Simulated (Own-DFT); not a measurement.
# How strain changes the stress of C40 NbSi2, 36 atoms (Nb12Si24)

All numbers below are calculated, not measured. The program, named Own-DFT, is a retired in-house plane-wave density functional code that no person has reviewed. Each row is one single-point run on a periodic cell that was not relaxed, without spin or spin-orbit coupling.

Settings of every run: PBEsol; PseudoDojo norm-conserving scalar-relativistic files, made for PBE; cutoff 42 hartree; 4 x 4 x 5 k mesh centred on Gamma; cold (Marzari-Vanderbilt) smearing of 0.2 eV.

Known limits: forces on such cells failed a check on a denser k mesh; stress not checked against mesh or cutoff.

Unstrained cell vectors in Å: (0.000, 8.324, 0.000); (-9.613, 0.000, 0.000); (0.000, 0.000, 6.586). The unstrained cell was taken from the Materials Project. The random moves and any unrelaxed bonds add to the pressure at no strain. Each run strains this cell uniformly, with the atoms carried along. Every atom was also moved at random, by a Gaussian of width 0.05 Å on each axis. Strain is the symmetric tensor, in per cent. Stress is positive in tension, and the pressure is minus a third of its trace.

```
run  e_xx (%)  e_yy (%)  e_zz (%)  e_yz (%)  e_xz (%)  e_xy (%)  s_xx (GPa)  s_yy (GPa)  s_zz (GPa)  s_yz (GPa)  s_xz (GPa)  s_xy (GPa)  P (GPa)  E (meV/atom)
  1     -0.94      0.65      0.45     -0.29      1.13     -1.85       -1.67        3.22        1.83       -0.33        3.30       -5.95    -1.13          10.8
  2      1.76     -0.34     -1.13      0.18      0.55     -1.52        6.36        0.24       -4.32        1.30        1.75       -4.21    -0.76          11.4
  3      0.51      0.03     -1.83      1.03      0.92     -0.05        2.03        0.84       -8.16        3.91        2.77       -0.18     1.76           0.0
  4      0.03      1.12     -1.27      1.58      1.81      1.80        0.73        4.13       -6.09        4.47        6.07        5.57     0.41          28.1
  5      1.27     -1.25      1.93     -0.37      1.32     -1.64        5.51       -0.38        7.88       -1.02        3.43       -4.34    -4.34          22.5
  6     -1.76      1.61     -1.75     -1.64     -0.47      1.44       -6.47        4.19       -9.02       -5.77       -0.80        4.50     3.77          31.0
  7      0.11      1.23     -1.40      0.60     -0.62      0.29        1.69        4.62       -5.54        1.30       -2.41        0.15    -0.25          11.4
  8     -0.74      1.97      1.74      0.46      1.77     -1.56        1.16        8.48        7.67        1.98        4.84       -4.40    -5.77          25.8
  9      0.28     -1.76     -1.85      1.27     -0.03      1.11       -0.20       -7.11      -10.37        4.51       -0.54        3.57     5.89          15.3
 10      1.79      0.75      1.26      0.53     -1.59      1.70        7.97        6.22        7.31        1.72       -4.67        4.25    -7.17          21.9
 11     -0.28      1.99      0.93      0.10     -1.89     -1.08        2.36        8.37        4.38       -0.12       -6.00       -3.30    -5.04          27.1
 12      0.70     -0.98      0.72     -1.64      1.04      1.30        2.89       -1.20        2.14       -4.60        3.30        4.23    -1.28          25.2
 13      1.64      0.39      0.03     -1.29      1.69      1.93        6.43        3.71        0.97       -3.82        5.17        5.45    -3.70          29.5
 14     -1.47     -1.27      1.35      0.31     -1.62     -0.15       -3.99       -3.69        3.11        1.05       -4.86       -0.67     1.53          17.1
 15      0.07      1.46      0.92      1.21      0.56     -1.82        3.24        6.97        4.60        3.84        1.74       -5.24    -4.94          16.1
 16     -1.74     -0.24      0.45     -0.72     -1.75     -0.10           ?           ?           ?           ?           ?           ?        ?             ?
```

E is the free energy for each atom above the lowest run shown.

## Worked fit

Each stress component was fitted by least squares to a constant and the strains of the runs shown, as fractions, with shears doubled. Shear strains stay in the fit of a normal stress only where such slopes are resolved. The slopes, in GPa:

| stress | at no strain | per e_xx | per e_yy | per e_zz | scatter |
|---|---|---|---|---|---|
| s_xx | 0.9 | 349 ± 14 | 67 ± 12 | 66 ± 11 | 0.55 |
| s_yy | 1.1 | 83 ± 9 | 357 ± 8 | 77 ± 7 | 0.38 |
| s_zz | -0.7 | 87 ± 10 | 77 ± 9 | 447 ± 8 | 0.41 |

Each shear stress against twice its own strain: yz 156 ± 6, xz 152 ± 4, xy 145 ± 5 GPa. These are stiffnesses along x, y and z of the frame in which the cell vectors are given, which need not be the crystal's axes. The atoms are held to the strained lattice; where symmetry lets them move under strain, relaxing them would lower some slopes. The table should be nearly symmetric about its diagonal, and what it lacks of that shows the noise. A ninth of its sum, 179 ± 5 GPa, estimates the bulk modulus near the mean pressure of these runs, -1.4 GPa.

## Withheld run

Question: what normal stresses and pressure should run 16 give?

The fit gives s_xx = -5.0, s_yy = -0.9, s_zz = -0.4 and P = 2.1 GPa. The calculation gave -4.90, -0.56, 0.17 and P = 1.76 GPa.
